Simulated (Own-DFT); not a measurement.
# Short bonds, stiff crystals?

Everything here is calculated. The program is Own-DFT (plane waves, in-house, since retired, never reviewed by a person); positions were held fixed, and spin and spin-orbit coupling were off.

Limits (not all hold for every row): forces on such cells moved up to 12 meV/angstrom on a denser k mesh; k mesh not checked against a denser one; forces on such cells passed a denser k mesh, each cell not checked; stress not checked against mesh or cutoff.

All runs are PBE with PseudoDojo norm-conserving files; cutoff and k mesh are each material's own. Every cell starts from measured lattice constants and was given uniform random strains and small random moves of its atoms. Each triple is the change of volume in per cent, the rms move u in Å and the pressure in GPa.

- 4H SiC (C36Si36), 10.36 Å³/atom unstrained: (-1.71, 0.047, 9.30); (-1.68, 0.054, 9.75); (-0.92, 0.050, 7.13); (-0.03, 0.048, 5.84); (0.76, 0.052, 3.93); (0.95, 0.051, 3.86); (2.29, 0.053, 0.08)
- wurtzite AlN (Al64N64), 10.45 Å³/atom unstrained: withheld
- wurtzite GaN (Ga48N48), 11.42 Å³/atom unstrained: (-2.56, 0.050, 13.04); (-1.47, 0.052, 10.37); (-1.40, 0.048, 9.94); (-1.17, 0.051, 9.88); (-0.40, 0.051, 8.20); (-0.13, 0.051, 7.79); (2.93, 0.050, 1.61)
- diamond silicon (Si64), 20.02 Å³/atom unstrained: (-1.53, 0.048, 4.18); (-1.10, 0.050, 3.87); (-0.54, 0.049, 3.38); (-0.43, 0.051, 3.25); (0.30, 0.047, 2.15); (1.80, 0.049, 0.97); (2.50, 0.048, 0.48)
- zincblende InP (In32P32), 25.27 Å³/atom unstrained: (-1.80, 0.045, 4.87); (-1.19, 0.050, 4.53); (-0.76, 0.053, 4.17); (0.82, 0.054, 3.29); (0.96, 0.046, 3.00); (1.38, 0.047, 2.77); (2.59, 0.047, 1.80)
- grey tin (Sn64), 34.15 Å³/atom unstrained: (-2.83, 0.054, 5.31); (-1.09, 0.047, 4.24); (-0.67, 0.053, 4.12); (-0.36, 0.049, 4.04); (0.55, 0.053, 3.43); (1.00, 0.052, 3.33); (1.82, 0.050, 2.83)

## Fit

Fit a line to each set against the fractional change of volume; B is minus its slope, and u is nearly the same within a set. To take it to zero pressure, assume that B rises by 4 GPa for each GPa: B0 = B - 4 x (mean pressure). The bond length of an ideal tetrahedral crystal with the unstrained volume v is d = (√3/4)(8 v)^(1/3). Cohen's empirical rule reads B0 = (1971 - 220 L) d^(-3.5) GPa, with L = 0 for group IV crystals and SiC and 1 for III-V compounds.

| material | L | d (Å) | B (GPa) | mean P (GPa) | B0 (GPa) | rule (GPa) |
|---|---|---|---|---|---|---|
| 4H SiC (C36Si36) | 0 | 1.888 | 227 ± 11 | 5.7 | 205 ± 11 | 213 |
| wurtzite AlN (Al64N64) | 1 | 1.893 | ? | ? | ? | 188 |
| wurtzite GaN (Ga48N48) | 1 | 1.950 | 203 ± 6 | 8.7 | 169 ± 6 | 169 |
| diamond silicon (Si64) | 0 | 2.352 | 96 ± 5 | 2.6 | 85 ± 5 | 99 |
| zincblende InP (In32P32) | 1 | 2.541 | 69 ± 2 | 3.5 | 55 ± 2 | 67 |
| grey tin (Sn64) | 0 | 2.810 | 52 ± 2 | 3.9 | 37 ± 2 | 53 |

A line through ln[B0/(1971 - 220 L)] against ln d has a slope of -4.3 ± 0.1 and a scatter of 5 %. Against the rule, B0 stands at 96 % for 4H SiC, 100 % for wurtzite GaN, 86 % for diamond silicon, 82 % for zincblende InP, 69 % for grey tin. PBE tends to make silicon and heavier crystals too soft, and the rule itself is only a guide.

## Withheld run

Asked: what B0 does the fitted trend give for wurtzite AlN (Al64N64)?

From the line: 187 GPa. Its own runs give B = 203 ± 12 GPa at a mean pressure of 4.5 GPa, so B0 = 185 GPa.
